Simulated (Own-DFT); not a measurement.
# Computed records: GaP (zincblende, atoms displaced)

Computed with Own-DFT development build. A calculation, not a measurement: plane-wave PBE density functional theory by an unreviewed code, no spin, of a simulated periodic cell, stress positive in tension, free energy of the whole cell less one offset for each atom, forces on such cells passed a denser k mesh, this cell's mesh not checked; offsets are fitted by least squares, one for each functional and potential file, so energies compare only between cells with the same atoms and settings and are not formation energies; the far tail of each file's local potential was reset to the Coulomb form; each entry is a single point on an unrelaxed cell, so the pressure reflects the starting lattice, mostly measured values (interpolated for alloys), from which strain is counted, and rises with the displacements; printed positions are rounded, which can move forces by about a meV/angstrom; the program, named Own-DFT, is a retired in-house code; no spin-orbit coupling.

### GaP (zincblende, atoms displaced)

```
CELL_PARAMETERS angstrom
16.35150 0.00000 0.00000
0.00000 10.90100 0.00000
0.00000 0.00000 10.90100
ATOMIC_POSITIONS crystal
Ga 0.99804 0.00241 0.00137
Ga 0.99999 0.24711 0.24968
Ga 0.16779 0.00174 0.25089
Ga 0.16518 0.25016 0.99956
P 0.08386 0.12245 0.12511
P 0.08375 0.37521 0.37681
P 0.24865 0.12780 0.37513
P 0.25066 0.37572 0.12752
Ga 0.99939 0.99959 0.49849
Ga 0.99882 0.25186 0.75221
Ga 0.16797 0.99723 0.75402
Ga 0.16504 0.25048 0.49955
P 0.08386 0.12228 0.62331
P 0.08263 0.37291 0.87402
P 0.25150 0.12416 0.87553
P 0.24911 0.37668 0.62329
Ga 0.99736 0.50015 0.00117
Ga 0.00029 0.74700 0.24543
Ga 0.16405 0.49826 0.25205
Ga 0.16688 0.74950 0.00101
P 0.08419 0.62589 0.12455
P 0.08284 0.87553 0.37320
P 0.24871 0.62722 0.37534
P 0.24921 0.87640 0.12521
Ga 0.99948 0.50020 0.50548
Ga 0.99998 0.75071 0.75155
Ga 0.16737 0.49772 0.75047
Ga 0.16639 0.75297 0.50112
P 0.08470 0.62357 0.62650
P 0.08389 0.87554 0.87630
P 0.25297 0.62296 0.87390
P 0.25212 0.87487 0.62605
Ga 0.33307 0.99851 0.99766
Ga 0.33498 0.25092 0.24986
Ga 0.49906 0.00078 0.24803
Ga 0.49940 0.25137 0.99763
P 0.41602 0.12492 0.12379
P 0.41572 0.37671 0.37476
P 0.58493 0.12364 0.37832
P 0.58307 0.37774 0.12371
Ga 0.33256 0.00128 0.49972
Ga 0.33591 0.25011 0.75131
Ga 0.50207 0.00150 0.75091
Ga 0.49962 0.24955 0.49988
P 0.41735 0.12625 0.62454
P 0.41851 0.37579 0.87320
P 0.58268 0.12391 0.87526
P 0.58437 0.37672 0.62281
Ga 0.33497 0.49895 0.00159
Ga 0.33300 0.74725 0.24849
Ga 0.50087 0.50150 0.25026
Ga 0.49961 0.74821 0.00187
P 0.41652 0.62395 0.12514
P 0.41904 0.87308 0.37567
P 0.58285 0.62738 0.37603
P 0.58429 0.87419 0.12724
Ga 0.33412 0.50236 0.50039
Ga 0.33415 0.75005 0.75144
Ga 0.50072 0.49894 0.74964
Ga 0.49947 0.75047 0.50206
P 0.41707 0.62547 0.62468
P 0.41676 0.87495 0.87440
P 0.58352 0.62477 0.87563
P 0.58211 0.87630 0.62354
Ga 0.66601 0.99761 0.99934
Ga 0.66528 0.24924 0.24822
Ga 0.83368 0.99772 0.25039
Ga 0.83275 0.25035 0.00304
P 0.74966 0.12515 0.12501
P 0.75132 0.37509 0.37397
P 0.91767 0.12401 0.37680
P 0.91675 0.37916 0.12730
Ga 0.66653 0.00001 0.50442
Ga 0.66437 0.25159 0.75143
Ga 0.83396 0.99991 0.75159
Ga 0.83359 0.24770 0.50450
P 0.74874 0.12334 0.62281
P 0.75057 0.37522 0.87502
P 0.91489 0.12269 0.87496
P 0.91844 0.37534 0.62720
Ga 0.66525 0.49900 0.99939
Ga 0.66703 0.75487 0.24979
Ga 0.83450 0.50072 0.24921
Ga 0.83363 0.74761 0.99877
P 0.74920 0.62589 0.12521
P 0.74880 0.87639 0.37628
P 0.91571 0.62301 0.37557
P 0.91806 0.87202 0.12533
Ga 0.66697 0.49966 0.50210
Ga 0.66562 0.74783 0.74791
Ga 0.83351 0.50016 0.75302
Ga 0.83422 0.74480 0.50171
P 0.74883 0.62398 0.62623
P 0.75153 0.87446 0.87625
P 0.91570 0.62951 0.87069
P 0.91589 0.87844 0.61948
```

* functional: PBE
* potential files: PseudoDojo norm-conserving, scalar-relativistic, standard set
* wave cutoff: 42 hartree
* occupations: Fermi-Dirac
* smearing width: 0.1 eV
* k mesh: 2 x 3 x 3 centred on Gamma
* free energy of cell above offsets: -53.656 eV
* pressure: 2.7 GPa
* stress xx: -2.7 GPa
* stress yy: -2.7 GPa
* stress zz: -2.7 GPa
* stress yz: 0.15 GPa
* stress xz: 0.14 GPa
* stress xy: -0.22 GPa

Force:
```csv
element,x (eV/Å),y (eV/Å),z (eV/Å)
Ga,0.247,-0.343,-0.103
Ga,0.107,0.292,0.116
Ga,-0.107,-0.197,0.077
Ga,0.376,-0.052,0.15
P,-0.115,0.302,-0.052
P,-0.596,-0.078,-0.058
P,0.367,-0.08,-0.025
P,-0.256,-0.082,-0.286
Ga,0.382,0.027,-0.071
Ga,0.244,-0.671,-0.245
Ga,-0.012,0.255,-0.459
Ga,0.166,-0.041,0.226
P,-0.123,0.154,0.504
P,-0.029,0.422,0.333
P,-0.203,0.327,-0.04
P,0.38,-0.375,0.17
Ga,0.385,0.284,-0.412
Ga,0.023,0.114,0.683
Ga,0.428,0.258,-0.067
Ga,0.261,-0.025,-0.265
P,-0.111,-0.481,-0.185
P,-0.013,-0.152,-0.014
P,0.025,-0.238,-0.01
P,0.256,-0.155,-0.003
Ga,0.207,0.074,-0.524
Ga,0.182,0.391,-0.615
Ga,0.027,0.126,0.091
Ga,-0.017,-0.054,-0.034
P,-0.133,0.343,0.096
P,-0.277,-0.067,0.175
P,-0.461,0.08,0.295
P,-0.252,0.027,0.042
Ga,0.034,-0.007,0.271
Ga,-0.237,-0.118,0.068
Ga,0.251,0.031,0.33
Ga,0.105,-0.126,0.296
P,0.082,0.052,-0.11
P,0.339,-0.059,0.054
P,-0.369,0.115,-0.427
P,-0.157,-0.421,0.12
Ga,0.209,-0.068,-0.182
Ga,-0.461,0.107,-0.293
Ga,-0.453,-0.155,-0.191
Ga,0.105,0.18,-0.16
P,-0.015,-0.221,0.099
P,-0.258,0.029,0.197
P,0.22,0.202,0.195
P,-0.337,-0.273,0.246
Ga,-0.146,-0.105,-0.13
Ga,-0.009,0.384,0.211
Ga,-0.079,-0.006,0.162
Ga,0.089,0.235,-0.109
P,0.106,0.007,0.043
P,-0.617,0.255,-0.225
P,0.286,-0.099,-0.022
P,-0.416,0.198,-0.433
Ga,-0.313,0,-0.116
Ga,0.065,-0.073,-0.209
Ga,0.109,0.262,-0.18
Ga,0.1,-0.112,-0.155
P,0.045,-0.045,0.267
P,0.319,-0.004,0.097
P,-0.162,0.027,-0.099
P,0.185,-0.218,0.389
Ga,0.189,0.116,0.073
Ga,0.147,0.142,0.291
Ga,0.006,0.125,0.045
Ga,0.121,0.073,-0.135
P,-0.028,-0.246,0.035
P,-0.132,-0.144,0.158
P,-0.348,0.163,-0.263
P,0.041,-0.716,-0.181
Ga,-0.007,-0.193,-0.479
Ga,0.352,-0.166,-0.235
Ga,-0.311,-0.142,-0.428
Ga,0.043,0.287,-0.439
P,0.15,0.292,0.87
P,-0.155,-0.129,0.157
P,0.203,0.565,0.192
P,-0.586,-0.067,0.073
Ga,0.396,0.206,0
Ga,0.082,-0.5,0.282
Ga,-0.494,0.116,0.192
Ga,-0.104,0.2,0.274
P,0.031,-0.107,-0.026
P,0.341,-0.222,0.244
P,0.491,0.092,-0.036
P,-0.386,0.216,-0.177
Ga,0.129,0.112,-0.611
Ga,0.079,0.44,0.265
Ga,-0.06,-0.019,-0.366
Ga,-0.343,0.49,-0.218
P,0.293,-0.108,0.031
P,-0.369,-0.134,-0.305
P,0.186,-0.56,0.518
P,0.068,-0.542,0.703
```
